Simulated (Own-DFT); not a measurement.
# Point defects and the pressure they add: zincblende GaAs

Calculated, not measured: single-point runs of Own-DFT, a retired in-house plane-wave DFT program that no person has reviewed, on unrelaxed cells, without spin or spin-orbit coupling.

Common settings: PBE; PseudoDojo norm-conserving scalar-relativistic files; cutoff 42 hartree; 3 x 3 x 3 k mesh centred on Gamma; Fermi-Dirac smearing of 0.1 eV.

Caveats (not all hold for every row): not probed for a lower state with spin; forces on such cells failed a check on a denser k mesh; forces not confirmed at this smearing and k mesh; forces on such cells passed a denser k mesh, each cell not checked; stress not checked against mesh or cutoff.

All runs share one cell, with vectors in Å (11.307, 0.000, 0.000); (0.000, 11.307, 0.000); (0.000, 0.000, 11.307) and a volume of 1445.4 Å³. Atoms were moved at random from their sites; u is the rms move along one axis. The defect's site can differ from row to row.

| cell | formula | u (Å) | P (GPa) |
|---|---|---|---|
| no defect | As32Ga32 | 0.0214 | 3.53 |
| no defect | As32Ga32 | 0.0474 | 3.85 |
| no defect | As32Ga32 | 0.0495 | 3.91 |
| two As vacancies | As30Ga32 | 0.0277 | 3.21 |
| two As vacancies | As30Ga32 | 0.0445 | 3.39 |
| two As vacancies | As30Ga32 | 0.0528 | 3.67 |
| one Al on a Ga site | AlAs32Ga31 | 0.0462 | 3.83 |
| one Al on a Ga site | AlAs32Ga31 | 0.0505 | 3.93 |
| one Al on a Ga site | AlAs32Ga31 | 0.0516 | 3.93 |
| one As on a Ga site and one Ga on an As site | As32Ga32 | 0.0299 | 3.94 |
| one As on a Ga site and one Ga on an As site | As32Ga32 | 0.0315 | 3.99 |
| one As on a Ga site and one Ga on an As site | As32Ga32 | 0.0482 | 4.19 |
| one As on a Ga site and one Ga on an As site | As32Ga32 | 0.0511 | ? |
| one As on a Ga site | As33Ga31 | 0.0292 | 4.20 |
| one As on a Ga site | As33Ga31 | 0.0447 | 4.48 |
| one As on a Ga site | As33Ga31 | 0.0481 | 4.50 |

## Fit

P = P0 + c u² + a shift for each defect gives P0 = 3.42 GPa, c = 197 ± 13 GPa/Å² and a scatter of 0.03 GPa. The shifts, and each times the cell's volume:

- one As on a Ga site: 0.63 ± 0.03 GPa, 5.7 eV
- one As on a Ga site and one Ga on an As site: 0.34 ± 0.03 GPa, 3.1 eV
- one Al on a Ga site: -0.01 ± 0.03 GPa, -0.1 eV (not resolved)
- two As vacancies: -0.36 ± 0.03 GPa, -3.3 eV (-1.6 eV for each of its 2 sites)

Against the defect-free cell, a freed cell would be larger where the shift is positive and smaller where it is negative (160.2 GPa Å³ is 1 eV). The atoms around the defects weren't relaxed, which would change these numbers.

## Withheld run

Q: what pressure belongs in the blank (one As on a Ga site and one Ga on an As site, u = 0.0511 Å)?

The fitted form gives 4.28 ± 0.04 GPa. The calculation gave 4.33 GPa.
